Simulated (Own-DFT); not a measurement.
GaP (zincblende, strongly disordered by large displacements), InAs (zincblende, strongly disordered by large displacements) (calculated)

A calculation, not a measurement: plane-wave PBE density functional theory by an unreviewed code, no spin, of a simulated periodic cell, stress positive in tension, free energy of the whole cell less one offset for each atom, forces on such cells passed a denser k mesh, this cell's mesh not checked; broken bonds can close the gap or carry spin, so checks made on this kind of crystal may not hold here; offsets are fitted by least squares, one for each functional and potential file, so energies compare only between cells with the same atoms and settings and are not formation energies; the far tail of each file's local potential was reset to the Coulomb form; each entry is a single point on an unrelaxed cell, so the pressure reflects the starting lattice, mostly measured values (interpolated for alloys), from which strain is counted, and rises with the displacements; printed positions are rounded, which can move forces by about a meV/angstrom; the program, named Own-DFT, is a retired in-house code; no spin-orbit coupling. Program: Own-DFT development build.

Common to all runs: functional PBE; potential files PseudoDojo norm-conserving, scalar-relativistic, standard set; wave cutoff 42 hartree; occupations Fermi-Dirac; smearing width 0.1 eV; k mesh 3 x 3 x 3 centred on Gamma.

(1) GaP (zincblende, strongly disordered by large displacements)

```xyz
64
Lattice="10.9010 0.0000 0.0000 0.0000 10.9010 0.0000 0.0000 0.0000 10.9010" Properties=species:S:1:pos:R:3 GaP
Ga    10.7259    10.7947     0.2674
Ga     0.0850     2.2324     2.5832
Ga     3.0113     0.2774     2.9348
Ga     2.7377     2.3824    10.4641
P      1.4386     1.3967     1.0545
P      1.0403     3.9771     4.5185
P      3.9141     2.2531     4.3399
P      4.5251     4.6529     0.7314
Ga    10.2978    10.4319     5.2529
Ga     0.2469     2.5880     7.8813
Ga     2.5076     0.4367     8.2380
Ga     2.6314     2.5574     5.6001
P      1.4586     1.7674     6.7844
P      1.4265     4.2224     9.1366
P      4.0538     1.1647    10.0315
P      3.7842     3.7545     6.5186
Ga    10.6847     5.4128     0.4269
Ga     0.7326     8.5743     2.2511
Ga     2.6053     5.7669     2.8802
Ga     2.8002     8.5622     0.2727
P      1.1595     5.8595     1.5714
P      1.4201     9.2192     3.8365
P      4.8190     7.2095     4.0948
P      4.4330     9.6298     2.2024
Ga     0.1517     5.6557     5.0533
Ga     0.1177     8.1649     7.7485
Ga     3.1002     5.7864     8.3386
Ga     2.5265     8.3314     5.4923
P      1.0745     6.4865     7.4235
P      1.7477    10.4658     9.6711
P      3.8798     6.5869     9.8061
P      4.4865     9.7385     6.7626
Ga     5.7856     0.1996    10.5183
Ga     5.1509     2.4718     2.4986
Ga     8.1575     0.2195     3.1034
Ga     7.4154     2.4360     0.0809
P      6.8863     1.8921     2.2657
P      7.1164     3.9792     4.6299
P      9.5061     2.0732     4.1188
P      9.2225     3.9521     1.8057
Ga     5.6046    10.1462     5.1965
Ga     5.4578     2.2571     7.7287
Ga     8.3991     0.3094     8.4015
Ga     8.1760     2.2525     5.3577
P      6.5374     1.0640     6.6120
P      7.1826     3.9334     9.2662
P     10.0483     0.6937     9.1328
P      9.3655     3.7205     7.0656
Ga     5.7107     5.8390    10.8646
Ga     4.9915     7.8950     2.3153
Ga     7.6050     6.0241     2.5239
Ga     8.6658     7.8427    10.7233
P      6.4655     7.2918     1.3849
P      6.6966     9.4355     3.8909
P      9.6828     6.7404     4.3117
P      9.3090     9.4098     1.1779
Ga     5.9310     5.1586     5.9710
Ga     4.9836     7.9763     8.1698
Ga     8.1411     5.3602     7.5971
Ga     8.3581     8.3298     5.6171
P      6.5776     6.9578     6.5507
P      7.6903     9.2902     9.8860
P      9.9178     6.5169     9.6126
P      9.7661     9.4343     7.2771
```

- hardware: one NVIDIA H100
- free energy of cell above offsets: 55.680 eV
- pressure: 22.2 GPa
- stress xx: -25.74 GPa
- stress yy: -18.52 GPa
- stress zz: -22.33 GPa
- stress yz: -1.72 GPa
- stress xz: 4.14 GPa
- stress xy: 5.71 GPa
- wall time: 612.6 s

Force:
```csv
element,x (eV/Å),y (eV/Å),z (eV/Å)
Ga,0.827,0.801,-0.807
Ga,0.738,2.44,-0.319
Ga,-1.279,0.76,0.523
Ga,-7.055,9.887,1.266
P,-0.36,-1.604,2.204
P,2.597,-4.126,-2.866
P,8.251,-4.028,-8.384
P,-8.308,-9.235,5.861
Ga,0.916,0.792,-1.353
Ga,-7.488,5.275,7.917
Ga,5.164,3.747,-8.521
Ga,-7.073,1.862,-3.338
P,0.131,-11.5,-1.118
P,0.129,-0.969,1.863
P,5.423,-5.004,-4.831
P,7.7,7.553,6.244
Ga,-6.965,-4.103,-5.587
Ga,-4.483,-4.609,-9.79
Ga,5.26,-0.903,4.457
Ga,-0.57,0.328,0.148
P,3.569,4.283,2.417
P,2.785,5.964,8.575
P,-2.611,-4.253,8.367
P,-2.777,11.5,-3.129
Ga,2.869,-0.144,5.172
Ga,4.317,-2.202,4.24
Ga,-4.96,-6.234,-8.992
Ga,2.095,-1.179,1.785
P,3.177,-4.409,-2.865
P,-4.367,-6.971,8.238
P,4.039,6.314,7.805
P,-5.731,-0.698,4.826
Ga,4.402,-2.562,1.665
Ga,-9.569,4.61,0.468
Ga,0.812,-1.293,-0.056
Ga,0.969,-0.106,0.055
P,8.695,-2.543,-2.04
P,-0.417,1.649,-2.968
P,7.571,-3.386,-6.24
P,-0.336,0.277,-1.308
Ga,-2.876,5.473,3.519
Ga,-3.836,5.306,4.484
Ga,-10.61,-2.77,-4.137
Ga,-7.323,0.885,9.404
P,4.777,-4.69,-2.978
P,-1.556,0.303,-0.639
P,9.657,4.275,4.008
P,0.578,-1.955,-1.589
Ga,7.396,4.168,-5.48
Ga,-4.761,-4.434,-0.629
Ga,3.838,-4.169,3.736
Ga,1.582,-5.317,2.573
P,8.842,-0.402,-7.553
P,7.407,-4.109,-6.954
P,-6.99,5.441,-3.716
P,0.73,1.074,3.344
Ga,-3.823,-4.217,-1.474
Ga,1.164,0.078,-0.069
Ga,-0.493,2.51,1.692
Ga,0.173,-0.574,-0.925
P,1.715,4.26,3.082
P,-5.882,6.679,-4.048
P,-0.247,-0.475,-2.421
P,-7.553,6.684,-2.813
```

(2) InAs (zincblende, strongly disordered by large displacements)

```xyz
64
Lattice="12.1166 0.0000 0.0000 0.0000 12.1166 0.0000 0.0000 0.0000 12.1166" Properties=species:S:1:pos:R:3 InAs
In    11.6731    12.0860    11.8115
In    11.8678     3.8798     3.0697
In     2.5646    12.1147     3.5186
In     2.7610     2.8008     0.0763
As     1.3963     1.1427     1.1653
As     1.2367     4.6859     4.5733
As     4.3210     1.7483     4.4322
As     4.3347     4.6300     2.0797
In     0.1446    11.8468     6.5527
In    12.0982     3.3892     9.0281
In     3.3783     0.2866     8.9514
In     3.0702     2.8926     5.7321
As     1.4536     1.0755     7.5796
As     1.7417     4.9245    10.9276
As     4.5760     1.4397    10.2815
As     3.6906     5.0075     6.8767
In     0.0178     5.5552     0.2550
In     0.2132     9.3108     3.4660
In     2.9286     5.7775     3.1472
In     2.3989     8.5418    11.7495
As     0.9942     7.1646     1.2720
As     1.0009    10.5345     5.0343
As     5.0207     7.7791     4.1007
As     4.2582    10.1950     2.4525
In     0.1516     6.2390     5.5674
In     0.5458     8.5961     9.8122
In     3.2473     5.8422     9.6318
In     2.7152     9.0511     5.9441
As     1.8896     7.6288     7.5550
As     2.3725    10.9906    10.1464
As     5.1282     7.2732    10.8455
As     4.5357    10.4997     7.7860
In     5.8650    11.9373     0.8843
In     5.8674     3.4205     3.0642
In     9.1197    11.8548     3.1552
In     8.7380     3.4409     0.3799
As     7.9133     1.3799     2.1938
As     7.3334     4.5936     4.1274
As    10.6284     1.4258     4.5468
As    10.3981     4.2104     1.4506
In     5.7529     0.1201     5.7659
In     6.0180     3.5249     9.0459
In     8.7900    12.1130     9.1034
In     8.6312     3.0068     6.0569
As     6.9852     1.7893     7.8188
As     8.1049     4.2257    10.6094
As    10.9108     1.6187    10.6816
As    10.6362     4.2126     7.7006
In     6.8684     6.1776    11.4362
In     6.2132     9.3229     3.2219
In     9.2773     5.6612     3.2923
In     8.5241     8.5077    11.8357
As     7.6348     7.2726     1.6090
As     7.4034    11.3393     4.4061
As     9.7278     7.8245     4.5089
As    10.6353    10.1874     1.7530
In     6.5506     5.9929     5.7961
In     6.1994     9.3505     8.4854
In     8.9597     6.1323     9.8557
In     8.8058     9.0757     6.1748
As     8.1942     7.5105     7.6867
As     7.3280    10.1278    10.2373
As    10.6008     7.6848    10.7773
As    10.8981    10.1536     7.2514
```

- hardware: one NVIDIA H200
- free energy of cell above offsets: 38.275 eV
- pressure: 15.77 GPa
- stress xx: -16.97 GPa
- stress yy: -15.21 GPa
- stress zz: -15.14 GPa
- stress yz: -0.92 GPa
- stress xz: -0.88 GPa
- stress xy: -0.78 GPa
- wall time: 1247 s

Force:
```csv
element,x (eV/Å),y (eV/Å),z (eV/Å)
In,2.775,-6.346,4.456
In,0.75,-4.607,1.64
In,0.172,0.064,-1.428
In,1.963,1.003,-0.735
As,-0.697,-0.994,2.174
As,5.589,-5,-0.151
As,3.863,-4.183,-4.742
As,1.287,-1.88,-8.655
In,-5.743,2.913,-0.128
In,5.389,-3.246,4.417
In,0.154,2.541,-8.699
In,-5.122,2.783,5.33
As,4.002,6.651,2.629
As,-2.779,-4.658,0.76
As,4.817,5.419,6.206
As,1.409,1.456,1.413
In,-5.487,-3.238,-2.885
In,-3.543,-5.313,-6.21
In,-4.369,6.007,2.74
In,2.316,0.88,0.457
As,4.018,6.26,6.331
As,5.129,1.307,-0.373
As,-5.448,-6.352,4.628
As,-4.222,2.012,-2.932
In,-4.789,6.29,5.225
In,0.487,1.287,-2.664
In,4.696,2.755,-4.694
In,4.017,1.003,-1.481
As,-1.968,-3.182,2.449
As,-5.83,-7.426,6.579
As,-6.81,4.348,-2.555
As,-5.371,2.981,-4.974
In,-0.179,0.103,-0.527
In,-0.38,-7.421,-1.173
In,8.379,-1.871,-1.632
In,-4.077,-7.432,2.538
As,-3.899,4.688,-3.49
As,4.609,0.132,2.942
As,0.316,1.156,0.674
As,3.014,3.201,0.29
In,-1.937,0.836,3.43
In,-2.477,1.873,1.289
In,0.789,0.194,-0.047
In,1.152,-0.877,-0.098
As,1.868,-3.032,-2.556
As,-3.632,-3.543,-5.373
As,-3.996,5.302,-4.084
As,-5.218,4.117,-5.106
In,1.987,-2.842,4.076
In,7.873,3.465,-1.918
In,1.106,1.843,-1.162
In,0.735,2.478,0.238
As,-0.555,-0.438,1.722
As,-2.045,-4.034,2.597
As,3.842,-1.917,-3.398
As,-0.587,0.526,-1.5
In,-2.133,3.066,3.254
In,3.233,-6.516,-1.101
In,3.891,3.279,-4.632
In,-0.386,5.775,-0.267
As,-3.007,-3.674,2.359
As,2.516,3.213,4.971
As,1.255,-0.733,0.87
As,-2.716,-2.453,2.683
```

(3) GaP (zincblende, strongly disordered by large displacements)

```xyz
64
Lattice="10.9010 0.0000 0.0000 0.0000 10.9010 0.0000 0.0000 0.0000 10.9010" Properties=species:S:1:pos:R:3 GaP
Ga     0.3168    10.5113     0.2380
Ga     0.3080     3.1195     2.2793
Ga     2.2762    10.7277     2.6829
Ga     2.4002     3.5098    10.6198
P      1.5961     2.4849     1.0185
P      1.3474     3.8053     3.6501
P      4.5150     1.2877     4.3712
P      3.6227     4.3275     0.9766
Ga    10.7470    10.4858     5.2790
Ga    10.8798     2.6586     8.5978
Ga     2.7713    10.5533     8.1165
Ga     2.7268     3.0988     5.6926
P      1.3095     1.4471     6.7988
P      1.3521     4.5052     9.4621
P      4.3098     1.9751     9.6277
P      4.2922     4.2557     6.9799
Ga     0.2699     5.8702    10.8143
Ga    10.2742     8.5817     2.8266
Ga     3.0206     5.2074     2.8093
Ga     2.7375     8.3901    10.1514
P      1.4352     6.5915     1.2867
P      0.8696     9.1672     3.7473
P      4.3594     6.7258     4.5630
P      4.0292     9.3467     1.5524
Ga     0.3656     5.8580     5.6829
Ga    10.5045     8.1774     8.5597
Ga     3.1741     5.6247     8.4225
Ga     2.1413     8.3047     5.4340
P      1.7697     6.9207     6.7652
P      1.2942     9.4874     9.9448
P      4.0101     6.8231     9.9201
P      4.1707     9.1781     6.5644
Ga     4.9656     0.2038    10.0945
Ga     5.3611     2.5118     2.4751
Ga     8.1578     0.6045     2.2819
Ga     7.9923     2.8583    10.5492
P      6.1869     1.1051     1.5983
P      6.8626     4.0226     3.8945
P      9.3045     1.0268     3.8689
P      9.5220     4.2344     1.3141
Ga     5.5664     0.3594     5.5806
Ga     5.4625     2.0296     8.0607
Ga     8.0129    10.6388     8.0355
Ga     8.3969     3.3417     5.6032
P      6.8561     1.6237     6.9106
P      7.1152     4.2234     9.6721
P      9.4175     0.8953     9.6692
P      9.9305     4.2067     6.9703
Ga     5.2646     5.2478     0.2090
Ga     5.9545     8.3226     2.4039
Ga     8.8214     5.6452     2.2881
Ga     8.4930     8.2793    10.8097
P      6.7936     6.5244     1.3947
P      7.0328     9.0154     3.7407
P      9.2271     7.0584     4.1567
P      9.0256     9.7080     1.7379
Ga     5.1640     5.3098     5.4445
Ga     6.0082     7.5062     8.5314
Ga     8.1931     5.1257     8.4465
Ga     8.3606     8.0994     5.7547
P      6.9051     6.7831     6.8155
P      6.7703     9.3442     9.8194
P      9.3509     6.8830     9.2104
P      9.4782     9.9066     6.9583
```

* hardware: one NVIDIA H100
* free energy of cell above offsets: 41.079 eV
* pressure: 19.93 GPa
* stress xx: -19.74 GPa
* stress yy: -19.07 GPa
* stress zz: -20.97 GPa
* stress yz: -0.45 GPa
* stress xz: 0.19 GPa
* stress xy: 3.45 GPa
* wall time: 619 s

Force:
```csv
element,x (eV/Å),y (eV/Å),z (eV/Å)
Ga,-6.568,6.875,7.584
Ga,-10.81,-2.078,-2.12
Ga,1.51,0.673,-0.853
Ga,5.966,-3.058,-5.161
P,-0.112,-11.64,3.038
P,6.348,4.894,10.53
P,-7.911,5.586,-7.147
P,4.584,-0.762,5.268
Ga,0.413,2.948,-0.782
Ga,0.086,-0.9,-1.066
Ga,-0.122,0.934,-1.155
Ga,-0.568,-1.481,-0.77
P,0.203,-0.848,0.514
P,-5.823,4.091,-8.768
P,-6.305,4.716,2.933
P,-1.04,-3.235,2.884
Ga,-5.258,-1.891,-3.328
Ga,-4.6,-6.374,-2.919
Ga,-0.836,2.283,2.816
Ga,7.233,-4.085,4.201
P,3.475,4.088,4.979
P,9.608,3.329,5.412
P,-5.78,8.297,-6.997
P,-0.975,0.64,-1.488
Ga,-3.295,-2.609,-2.921
Ga,7.342,7.899,-4.808
Ga,-2.018,-1.198,-2.92
Ga,3.252,4.057,-3.961
P,-0.016,-2.583,6.825
P,-3.768,0.878,-9.7
P,4.425,-0.643,-0.168
P,0.109,1.082,0.381
Ga,2.604,-7.151,3.597
Ga,-4.278,8.37,5.681
Ga,-2.916,1.754,-1.382
Ga,5.807,-9.002,6.044
P,3.701,-7.287,-7.394
P,-0.22,0.789,0.641
P,3.38,2.702,4.692
P,3.438,-7.506,-6.336
Ga,4.395,-6.609,5.639
Ga,-4.212,3.953,1.128
Ga,-5.083,3.074,4.306
Ga,-1.291,-1.604,-1.848
P,8.979,-2.557,-5.629
P,-11.84,2.788,0.965
P,0.499,1.915,0.563
P,-0.125,0.444,0.773
Ga,4.483,1.844,-1.062
Ga,-6.698,-3.567,-6.104
Ga,-5.46,7.196,6.106
Ga,-0.662,-0.446,1.634
P,1.056,0.186,-0.949
P,6.013,4.88,7.922
P,2.536,-3.023,-1.321
P,-0.593,-1.145,-4.792
Ga,7.278,-5.879,1.677
Ga,-2.446,2.217,2.516
Ga,4.993,4.222,-7.99
Ga,-1.256,2.371,1.431
P,0.578,-3.077,-1.605
P,-1.077,1.515,-1.977
P,-4.388,-6.429,5.145
P,4.058,-4.825,-2.403
```

(4) InAs (zincblende, strongly disordered by large displacements)

```xyz
64
Lattice="12.1166 0.0000 0.0000 0.0000 12.1166 0.0000 0.0000 0.0000 12.1166" Properties=species:S:1:pos:R:3 InAs
In    11.9590    11.9505     0.2335
In    11.9635     2.9797     2.7798
In     2.9581     0.2757     3.1108
In     3.1205     2.9310     0.1545
As     1.4414     1.5398     1.5004
As     1.1206     4.2014     4.5762
As     4.4722     1.4222     4.4531
As     4.4960     4.4793     1.4367
In     0.0548     0.1308     5.9457
In     0.1536     2.9328     9.1821
In     3.0509    11.7333     9.1306
In     2.6022     2.9022     6.2924
As     1.3683     1.3291     7.2881
As     1.7500     4.5795    10.4981
As     4.8548     1.1930    10.5311
As     4.5137     4.2725     7.3455
In     0.0840     6.1492     0.0952
In     0.1875     9.1376     3.0899
In     3.0582     6.1262     3.1578
In     2.9490     9.6633     0.0156
As     1.6107     7.5547     1.3777
As     1.8522    10.5180     4.8287
As     4.7735     7.7197     4.3209
As     4.4745    10.4659     1.6414
In     0.1422     6.0309     5.9858
In    11.7569     9.3629     8.7142
In     3.0278     5.7908     9.1238
In     3.0901     9.0662     5.9565
As     1.5676     7.7490     7.5790
As     1.5376    10.3687    10.4430
As     4.3030     7.7655    10.9420
As     4.6611    10.6751     7.4248
In     6.0368    11.9063    12.0490
In     5.8208     3.1300     3.0612
In     9.1659     0.1175     2.9914
In     9.0790     3.0156     0.2102
As     7.7007     1.5196     1.2050
As     7.7762     4.4908     4.4922
As    10.8510     1.4462     4.4219
As    10.5567     4.4475     1.5502
In     5.8291    12.1115     5.8448
In     5.8262     2.5797     9.1223
In     9.2707    11.8622     9.0880
In     9.1805     2.6778     5.8986
As     7.4092     1.7060     7.5376
As     7.8354     4.6198    10.3670
As    10.6739     1.7068    10.5354
As    10.5983     4.4967     7.2766
In     5.7005     6.0432     0.0925
In     6.0749     9.3650     3.1552
In     9.4513     6.1702     2.5397
In     9.6481     9.1995     0.0861
As     7.6475     7.4282     1.3511
As     7.7590    10.4936     4.6166
As    10.4109     7.7029     4.3780
As    10.5829    10.9082     1.8521
In     5.9453     6.2336     6.1808
In     6.2581     9.2513     9.4049
In     9.0005     5.9847     8.7233
In     8.7716     8.9468     5.8699
As     7.7677     7.9189     7.6231
As     8.0036    10.2980    10.3246
As    10.2828     7.5673    10.4862
As    10.4827    10.7199     7.5321
```

* hardware: one NVIDIA H200
* free energy of cell above offsets: -4.355 eV
* pressure: 8.21 GPa
* stress xx: -7.92 GPa
* stress yy: -8.29 GPa
* stress zz: -8.43 GPa
* stress yz: 2.48 GPa
* stress xz: -0.11 GPa
* stress xy: -1.08 GPa
* wall time: 1163 s

Force:
```csv
element,x (eV/Å),y (eV/Å),z (eV/Å)
In,1.639,1.84,-3.23
In,0.955,-0.333,0.735
In,-1.343,-2.594,-1.244
In,-0.475,-0.745,-2.097
As,0.211,-0.813,-0.738
As,2.116,1.172,-0.579
As,0.442,2.969,1.092
As,-0.908,0.212,1.809
In,-1.952,-4.517,-1.616
In,0.442,1.19,-1.763
In,0.729,1.952,-1.24
In,3.104,3.013,-2.86
As,1,-0.737,6.832
As,-3.245,-3.03,3.897
As,-5.13,-1.7,2.541
As,-0.003,0.68,1.087
In,-1.396,-1.002,-1.992
In,-0.006,-0.129,0.489
In,-0.8,-0.904,-0.158
In,0.221,-2.744,1.063
As,0.884,1.533,1.252
As,-4.062,4.075,-4.015
As,-1.559,-1.718,1.756
As,0.607,2.729,0.578
In,-0.871,1.592,0.296
In,3.396,-4.813,3.463
In,3.137,3.65,-3.373
In,3.397,-3.469,2.766
As,-0.332,-1.093,0.292
As,-3.735,0.828,-0.698
As,0.597,-0.327,-1.936
As,-0.269,-1.918,1.534
In,2.145,-1.625,1.31
In,2.243,-0.294,0.679
In,-3.813,2.505,2.14
In,1.481,2.277,-3.908
As,-3.401,-2.853,2.989
As,-0.662,0.468,-0.407
As,-1.48,0.082,-0.675
As,2.036,-0.526,-2.627
In,2.826,0.295,0.678
In,2.34,5.409,-2.415
In,-1.495,5.203,1.188
In,-0.848,1.344,0.344
As,1.715,-2.535,-1.421
As,-2.497,-1.584,1.967
As,-1.189,-2.088,1.493
As,0.515,-0.433,1.015
In,2.762,1.128,-1.713
In,2.195,-0.744,-1.539
In,-2.742,2.088,2.96
In,-1.753,0.06,0.967
As,-0.696,1.64,-0.125
As,-2.337,5.152,-2.648
As,1.872,-0.645,0.221
As,2.266,-4.775,-1.191
In,1.293,-0.524,-0.424
In,-4.799,-2.588,-2.191
In,0.923,0.002,-0.706
In,4.079,-1.17,0.13
As,-3.131,-2.535,2.494
As,1.69,1.576,4.749
As,2.394,-0.678,-0.57
As,-0.722,1.515,-6.705
```

(5) GaP (zincblende, strongly disordered by large displacements)

```xyz
64
Lattice="10.9010 0.0000 0.0000 0.0000 10.9010 0.0000 0.0000 0.0000 10.9010" Properties=species:S:1:pos:R:3 GaP
Ga     0.2839     0.0882    10.4421
Ga     0.5670     2.3514     3.0385
Ga     3.0835     0.1995     2.3657
Ga     2.1615     2.4394    10.4259
P      1.3382     0.5410     1.6141
P      0.8677     4.0656     3.8443
P      4.2724     1.9032     3.7483
P      3.7769     4.6927     1.0392
Ga    10.5851    10.5283     5.3616
Ga     0.6458     2.7693     8.3779
Ga     2.9863    10.8516     7.6042
Ga     2.5982     2.9719     5.3021
P      1.2623     1.3665     6.2642
P      1.6124     4.0357     9.4875
P      4.1116     1.2403     9.3230
P      3.9845     3.7721     6.3611
Ga     0.0050     5.3519    10.7390
Ga    10.6199     7.9102     2.4668
Ga     2.1438     5.6205     3.0615
Ga     3.3825     8.4829     0.0419
P      2.0409     6.9999     1.4918
P      1.2508     9.8692     4.0925
P      3.9093     6.5092     4.4237
P      4.4411     9.5534     1.3809
Ga    10.7526     5.9981     5.8793
Ga    10.5759     8.4998     8.0352
Ga     3.0898     5.7220     8.5454
Ga     3.6798     8.4274     5.5236
P      1.9121     6.5877     7.2839
P      1.3169     9.7965     9.3295
P      4.3315     6.7661     9.5927
P      4.2436     9.4519     7.1712
Ga     5.6530    10.5574    10.6911
Ga     5.8177     3.3289     2.3830
Ga     8.3552    10.7587     2.7777
Ga     8.0995     2.0700    10.6886
P      6.5994     1.5962     2.1802
P      6.9755     3.6735     3.8489
P      9.6405     0.9981     4.3837
P      9.0760     4.1131     0.9841
Ga     5.7448    10.6734     5.9234
Ga     5.1228     2.1440     7.9857
Ga     7.7659     0.4779     8.7839
Ga     8.3662     2.5979     5.5337
P      6.6693     1.3745     7.1234
P      6.6704     4.3035     8.7456
P      9.5256     0.9455    10.1234
P      9.4667     4.1706     6.8771
Ga     5.6108     5.1797     0.4110
Ga     5.4413     8.0311     2.7250
Ga     8.2555     5.2947     3.1466
Ga     8.4385     8.4145    10.2588
P      6.3056     6.7208     1.5493
P      6.6086     8.8396     4.1395
P      9.6051     7.3363     4.2165
P     10.0645     9.6037     1.2853
Ga     5.4649     5.6398     5.1667
Ga     5.7494     7.5190     8.1781
Ga     8.3174     5.3711     7.8597
Ga     8.0291     8.5412     5.4125
P      6.6256     7.2428     6.1542
P      7.1285     8.8054     8.8955
P      9.5486     6.1913     9.6525
P      9.0080     9.4133     7.0745
```

- hardware: one NVIDIA H100
- free energy of cell above offsets: 38.595 eV
- pressure: 18.5 GPa
- stress xx: -21.8 GPa
- stress yy: -17.35 GPa
- stress zz: -16.36 GPa
- stress yz: -2.08 GPa
- stress xz: -5.43 GPa
- stress xy: 3.38 GPa
- wall time: 639.2 s

Force:
```csv
element,x (eV/Å),y (eV/Å),z (eV/Å)
Ga,3.883,0.46,5.103
Ga,-1.964,-7.301,-3.614
Ga,6.501,-0.028,4.007
Ga,3.682,-6.644,5.086
P,-6.471,3.193,-2.483
P,0.399,5.893,4.461
P,-0.147,-1.52,0.306
P,-4.686,-2.991,2.526
Ga,2.403,-4.367,5.836
Ga,-4.53,-4.934,-6.077
Ga,-6.577,5.942,2.097
Ga,-5.243,-2.976,-4.784
P,0.412,-0.823,2.455
P,1.062,10.59,0.614
P,-5.045,-4.04,6.635
P,6.282,4.012,5.517
Ga,5.094,-3.248,4.797
Ga,3.434,-0.249,-1.155
Ga,2.15,-0.806,0.773
Ga,-3.879,-2.967,-3.762
P,-2.666,1.366,-2.606
P,3.001,-2.111,-1.868
P,-6.02,3.245,-4.022
P,1.586,2.603,3.202
Ga,1.024,-0.68,0.241
Ga,4.042,-2.829,2.349
Ga,-0.966,-7.286,-0.305
Ga,-3.099,-1.97,-3.267
P,-5.964,4.407,-6.048
P,4.934,-5.291,-4.557
P,3.604,3.026,5.206
P,5.672,-3.37,1.487
Ga,1.575,1.785,-1.169
Ga,-9.75,5.516,-6.034
Ga,-0.727,-0.187,-0.583
Ga,-6.519,6.465,4.181
P,4.03,-8.97,-2.844
P,4.112,1.961,8.806
P,-3.747,6.18,-4.384
P,0.685,0.321,0.489
Ga,-0.403,-0.691,-2.363
Ga,-1.65,8.755,-2.714
Ga,0.065,-2.21,0.276
Ga,-0.784,-0.148,0.115
P,6.989,-1.1,-4.981
P,-2.54,-1.49,2.471
P,-0.866,-0.041,-4.378
P,5.434,-4.511,-4.027
Ga,3.215,-1.508,-4.891
Ga,-5.202,0.519,0.406
Ga,1.077,2.095,-1.973
Ga,5.683,-2.451,6.628
P,6.294,-1.136,-1.176
P,-2.27,6.209,-1.319
P,-0.709,-2.926,1.836
P,-2.94,0.695,-1.548
Ga,5.336,-5.708,2.327
Ga,-2.126,-1.999,-1.831
Ga,-3.726,4.759,3.134
Ga,7.034,-0.116,1.623
P,-1.789,-3.828,2.134
P,-1.754,5.858,-2.247
P,-5.228,5.383,-3.826
P,-0.71,4.212,-0.293
```
